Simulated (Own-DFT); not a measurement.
Simulation results for InGa3As4 (zincblende random alloy, strained, atoms displaced)

A calculation, not a measurement: plane-wave density functional theory by an unreviewed code, no spin, of a simulated periodic cell, stress positive in tension, run twice, with PBE and with PBEsol, both on files made for PBE, so the change isn't that of files made for PBEsol, forces on such cells passed a denser k mesh, this cell's mesh not checked; the far tail of each file's local potential was reset to the Coulomb form; each entry is a single point on an unrelaxed cell, so the pressure reflects the starting lattice, mostly measured values (interpolated for alloys), from which strain is counted, and rises with the displacements; printed positions are rounded, which can move forces by about a meV/angstrom; the program, named Own-DFT, is a retired in-house code; no spin-orbit coupling; stress was not checked against mesh or cutoff. Program: Own-DFT development build.

```xyz
64
Lattice="11.4042 0.0752 0.1235 0.0752 11.7313 -0.1634 0.1235 -0.1634 11.4435" Properties=species:S:1:pos:R:3:PBE_force_x:R:1:PBE_force_y:R:1:PBE_force_z:R:1:PBEsol_force_x:R:1:PBEsol_force_y:R:1:PBEsol_force_z:R:1 formula=InGa3As4 functional=PBE,then_PBEsol potential_files=PseudoDojo_norm-conserving,scalar-relativistic,standard_set wave_cutoff=42 occupations=Fermi-Dirac smearing_width=0.1 k_mesh=3_x_3_x_3_centred_on_Gamma PBE_pressure=4.67 PBE_stress_xx=-5.17 PBE_stress_yy=-3.81 PBE_stress_zz=-5.03 PBE_stress_yz=-2.29 PBE_stress_xz=1.77 PBE_stress_xy=1.35 PBEsol_pressure=1.68 PBEsol_stress_xx=-2.19 PBEsol_stress_yy=-0.79 PBEsol_stress_zz=-2.05 PBEsol_stress_yz=-2.22 PBEsol_stress_xz=1.71 PBEsol_stress_xy=1.3 rms_change_of_force_components_from_PBE_to_PBEsol=0.038
Ga     0.0911    11.6483    -0.1274      0.117      0.678     -0.325      0.122      0.643     -0.313
Ga    11.4016     2.9696     2.9460      0.214      0.257      0.064      0.215       0.23      0.045
Ga     2.7904     0.0596     2.9018      0.315     -0.508     -0.613      0.321     -0.493     -0.582
Ga     2.8778     2.9621    -0.0083     -0.064     -0.004     -0.084      -0.06      0.002     -0.093
As     1.4519     1.4953     1.3643     -0.224     -0.329      0.353     -0.222     -0.319      0.357
As     1.5745     4.3431     4.3394      0.258     -1.218     -1.585      0.235     -1.163      -1.53
As     4.2765     1.3739     4.2996      0.617      0.211     -0.481      0.571       0.21     -0.445
As     4.2360     4.4633     1.3176     -0.064     -1.164      1.507     -0.075     -1.112      1.453
In     0.1393    -0.0343     5.6440     -1.542      0.729      1.579     -1.487      0.697      1.528
Ga    11.4721     2.8694     8.6197     -0.226      0.806      0.598       -0.2      0.764      0.574
In     2.9284    -0.0551     8.5453     -1.257     -0.211      0.912     -1.198     -0.204      0.879
Ga     2.9007     2.7391     5.6325      0.021      0.797      0.919      0.028      0.765      0.887
As     1.4793     1.4210     7.1599      0.161      1.195     -0.431      0.154      1.142     -0.429
As     1.5795     4.2379    10.0404     -0.126     -0.141     -1.053      -0.13     -0.126     -1.009
As     4.3135     1.3747     9.9729      1.651      0.439      1.442      1.575       0.43      1.382
As     4.4439     4.1848     7.1000     -1.349     -0.379        0.6     -1.301     -0.346      0.585
Ga     0.1733     5.6815    11.3454      0.068      0.391      0.603      0.061      0.359      0.575
In    11.4737     8.8148     2.9183       0.18      1.445     -0.363      0.182      1.392     -0.356
Ga     2.8327     5.8132     2.7988      0.367      0.154      0.091      0.366      0.146      0.078
Ga     3.1017     8.6616    11.2608     -0.343      0.222      1.342     -0.321      0.209      1.287
As     1.4858     7.3499     1.4207      1.239     -1.278     -1.995      1.181     -1.241     -1.908
As     1.5443    10.2636     4.1870       2.23      -1.34     -1.297       2.13      -1.29      -1.25
As     4.3974     7.2846     4.1866     -0.979      0.419     -0.409     -0.953       0.41     -0.384
As     4.4228    10.2690     1.3780     -0.995     -0.226     -0.008     -0.956     -0.213     -0.025
In     0.1067     5.8130     5.6552     -0.396      0.417     -0.597     -0.371      0.396     -0.564
In     0.1629     8.6503     8.5173     -1.352      0.095      0.432      -1.29      0.086      0.404
Ga     2.9643     5.6975     8.4808      0.333     -0.214      0.312      0.322     -0.214      0.304
Ga     2.8918     8.7085     5.5566      0.573     -0.008      0.631      0.561     -0.007      0.602
As     1.5090     7.1940     7.1197      2.476       0.09     -0.507      2.365      0.089     -0.495
As     1.6221    10.0512     9.9181      0.606      0.918      0.966      0.571      0.886      0.928
As     4.4510     7.1788    10.0154     -1.106      0.918     -2.304     -1.065      0.908     -2.207
As     4.4041    10.2207     7.0919      1.202     -1.979     -1.609      1.146     -1.879      -1.55
Ga     5.7213    11.6722    -0.0897     -0.263       1.43      0.304     -0.236      1.356      0.301
Ga     5.7454     2.9479     2.9132     -0.899      0.159     -0.456     -0.843      0.146     -0.441
Ga     8.5634     0.0652     2.9842     -0.637     -0.949     -0.641     -0.608     -0.907     -0.612
Ga     8.6210     3.0419     0.0842     -1.094     -0.585     -0.053      -1.04     -0.561     -0.055
As     7.1026     1.4804     1.5682       0.41     -0.044     -0.937      0.395     -0.035     -0.882
As     7.0686     4.4429     4.2610      2.467     -1.562     -0.957      2.364       -1.5     -0.922
As    10.0014     1.3787     4.3199      0.021      1.454     -0.439      0.017      1.406     -0.413
As    10.0173     4.4396     1.4105      0.409      0.412       0.94      0.381        0.4      0.903
Ga     5.6529    -0.0283     5.7526      0.305      0.019      0.596      0.307      0.006       0.57
Ga     5.8116     2.7967     8.5888      0.153       -0.1      0.105      0.145     -0.096      0.094
Ga     8.6875    11.6217     8.6359      0.532      0.716     -0.783      0.525      0.681      -0.76
Ga     8.6533     2.8262     5.7399     -0.465      0.775     -0.062     -0.441       0.73     -0.055
As     7.2439     1.3755     7.1652     -0.174     -0.349      0.303     -0.188      -0.32      0.297
As     7.1839     4.2188    10.0699      1.654     -0.617     -1.257       1.59      -0.58     -1.203
As    10.1227     1.4197    10.1518      0.058     -0.614     -0.261      0.041     -0.587     -0.253
As    10.0909     4.4070     7.1184     -1.089     -1.712       1.09     -1.048     -1.637       1.06
In     5.8570     5.7988    11.4126     -0.008     -0.755      0.399      -0.01     -0.738      0.381
Ga     5.8004     8.7848     2.8157      0.179      0.229       0.04      0.174      0.217      0.032
Ga     8.5910     5.8961     2.8527      0.086     -0.049      0.022      0.079     -0.052      0.002
Ga     8.6099     8.8589    -0.0216     -0.004     -0.112     -0.044     -0.001      -0.12     -0.042
As     7.1877     7.3392     1.3628      1.247      1.318      1.339      1.189      1.276      1.296
As     7.1787    10.2889     4.2809      0.162     -0.012     -0.888      0.151     -0.013     -0.857
As    10.0917     7.4229     4.2953      -0.23      -3.23     -1.263     -0.218     -3.106     -1.205
As    10.1204    10.2845     1.3565     -1.323      0.681     -0.021     -1.274      0.658     -0.014
In     5.7945     5.8164     5.7516     -0.682       1.17      0.943     -0.649      1.111      0.893
Ga     5.8349     8.7495     8.6134      0.022     -0.035     -0.228      0.034     -0.042     -0.218
Ga     8.7385     5.8026     8.6006     -1.095     -0.945       0.01     -1.042     -0.901      0.001
In     8.7209     8.7080     5.6762      -1.64      1.963      1.609     -1.575      1.895       1.56
As     7.3014     7.2682     7.2222     -0.286      0.124      0.957     -0.276      0.119       0.91
As     7.3052    10.2314    10.0112      0.138     -1.073     -0.211      0.121      -1.03     -0.202
As    10.0800     7.0991    10.0392      0.204      0.651      0.776        0.2      0.641      0.738
As    10.1832    10.2666     7.1514     -0.762       0.46       0.38     -0.739      0.428      0.368
```

Units: wave_cutoff in hartree; smearing_width in eV; PBE_pressure, PBE_stress_xx, PBE_stress_yy, PBE_stress_zz, PBE_stress_yz, PBE_stress_xz, PBE_stress_xy, PBEsol_pressure, PBEsol_stress_xx, PBEsol_stress_yy, PBEsol_stress_zz, PBEsol_stress_yz, PBEsol_stress_xz, PBEsol_stress_xy in GPa; rms_change_of_force_components_from_PBE_to_PBEsol, PBE_force_x, PBE_force_y, PBE_force_z, PBEsol_force_x, PBEsol_force_y, PBEsol_force_z in eV/Å.
